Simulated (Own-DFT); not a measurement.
# Strain and stress in grey tin, 32 atoms (Sn32)

Calculated results; nothing here was measured. They come from Own-DFT, an in-house plane-wave density functional program, since retired, whose code no person has reviewed. Each row is one single-point run on a periodic cell that was not relaxed, without spin or spin-orbit coupling.

Settings of every run: PBE; PseudoDojo norm-conserving scalar-relativistic files; cutoff 42 hartree; 3 x 3 x 5 k mesh centred on Gamma; cold (Marzari-Vanderbilt) smearing of 0.2 eV.

Known limits: forces on such cells failed a check on a denser k mesh; stress not checked against mesh or cutoff.

Unstrained cell vectors in Å: (12.978, 0.000, 0.000); (0.000, 12.978, 0.000); (0.000, 0.000, 6.489). The unstrained cell has measured lattice constants (interpolated for alloys), not those of this functional. That, the random moves and any unrelaxed bonds set the pressure at no strain. Each run strains this cell uniformly, with the atoms carried along. Every atom was also moved at random, by a Gaussian of width 0.05 Å on each axis. Strain is the symmetric tensor, in per cent. Stress is positive in tension, and the pressure is minus a third of its trace.

| run | e_xx (%) | e_yy (%) | e_zz (%) | s_xx (GPa) | s_yy (GPa) | s_zz (GPa) | P (GPa) | E (meV/atom) |
|---|---|---|---|---|---|---|---|---|
| 1 | 1.25 | 1.25 | 0.00 | -2.27 | -2.24 | -2.61 | 2.37 | 18.0 |
| 2 | 2.25 | 2.25 | 0.00 | -1.33 | -1.33 | -1.91 | 1.52 | 12.4 |
| 3 | 0.25 | 0.25 | 0.00 | -3.22 | -3.28 | -3.34 | 3.28 | 24.5 |
| 4 | 0.75 | 0.75 | 0.00 | -2.76 | -2.81 | -2.93 | 2.83 | 23.4 |
| 5 | -2.00 | -2.00 | 0.00 | -6.00 | -6.07 | -5.51 | 5.86 | 69.6 |
| 6 | -2.50 | -2.50 | 0.00 | -6.83 | -6.83 | -5.97 | 6.54 | 87.9 |
| 7 | 3.00 | 3.00 | 0.00 | -0.56 | -0.56 | -1.34 | 0.82 | 0.0 |
| 8 | -1.00 | -1.00 | 0.00 | -4.83 | -4.90 | -4.49 | 4.74 | 56.4 |
| 9 | 1.75 | 1.75 | 0.00 | ? | ? | ? | ? | ? |

E is the free energy for each atom above the lowest run shown.

## Worked fit

The change of volume is close to e_xx + e_yy + e_zz. A straight line through the runs shown gives P = 3.77 - 52 x (fractional change of volume) GPa, with an error of 2 on the slope and a scatter of 0.18 GPa. The strain isn't the same on all axes, but the crystal is cubic, so the slope still estimates the bulk modulus, averaged over pressures from 0.8 to 6.5 GPa.

## Withheld run

Question: what pressure should run 9 give? Its volume changes by 3.53 %.

The line gives 1.9 GPa. The calculation gave 1.96 GPa.
